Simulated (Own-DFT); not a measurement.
# Point defects and the pressure they add: C11b WSi2

Calculated, not measured: single-point runs of Own-DFT, a retired in-house plane-wave DFT program that no person has reviewed, on unrelaxed cells, without spin or spin-orbit coupling.

All runs used: PBEsol; PseudoDojo norm-conserving scalar-relativistic files, made for PBE; cutoff 50 hartree; 5 x 5 x 5 k mesh centred on Gamma; cold (Marzari-Vanderbilt) smearing of 0.2 eV.

Known weak points: forces on such cells failed a check on a denser k mesh; stress not checked against mesh or cutoff.

All runs share one cell, with vectors in Å (-2.148, -5.953, 3.409); (-6.444, 2.976, 1.136); (-2.553, -2.948, -6.757) and a volume of 403.2 Å³. Atoms were moved at random from their sites; u is the rms move along one axis. The defect's site can differ from row to row.

| cell | formula | u (Å) | P (GPa) |
|---|---|---|---|
| no defect | Si20W10 | 0.0177 | 0.35 |
| no defect | Si20W10 | 0.0208 | 0.25 |
| no defect | Si20W10 | 0.0450 | 1.49 |
| one W vacancy | Si20W9 | 0.0297 | -0.37 |
| one W vacancy | Si20W9 | 0.0463 | 1.18 |
| one W vacancy | Si20W9 | 0.0483 | 0.74 |
| one Si on a W site | Si21W9 | 0.0260 | 2.34 |
| one Si on a W site | Si21W9 | 0.0283 | 2.25 |
| one Si on a W site | Si21W9 | 0.0469 | 2.79 |
| one Si on a W site | Si21W9 | 0.0561 | ? |
| one Si vacancy | Si19W10 | 0.0320 | -0.95 |
| one Si vacancy | Si19W10 | 0.0521 | 0.79 |
| one Si vacancy | Si19W10 | 0.0530 | 0.73 |
| one W on a Si site | Si19W11 | 0.0287 | 5.20 |
| one W on a Si site | Si19W11 | 0.0497 | 6.80 |
| one W on a Si site | Si19W11 | 0.0531 | 6.94 |

## Working it out

P = P0 + c u² + a shift for each defect gives P0 = -0.04 GPa, c = 794 ± 93 GPa/Å² and a scatter of 0.28 GPa. The shifts, and each times the cell's volume:

- one W on a Si site: 4.73 ± 0.25 GPa, 11.9 eV
- one Si on a W site: 1.53 ± 0.23 GPa, 3.8 eV
- one W vacancy: -0.86 ± 0.24 GPa, -2.2 eV
- one Si vacancy: -1.50 ± 0.25 GPa, -3.8 eV

A positive shift means that the defect pushes the cell outwards. Shift times volume (160.2 GPa Å³ is 1 eV) depends little on the cell's size, so, taken for each site, it can be compared between cells at like pressure. The atoms around the defects weren't relaxed, which would change these numbers.

## Check

Question: what pressure belongs in the blank (one Si on a W site, u = 0.0561 Å)?

Estimate: 3.99 ± 0.36 GPa. The calculation gave 3.48 GPa.
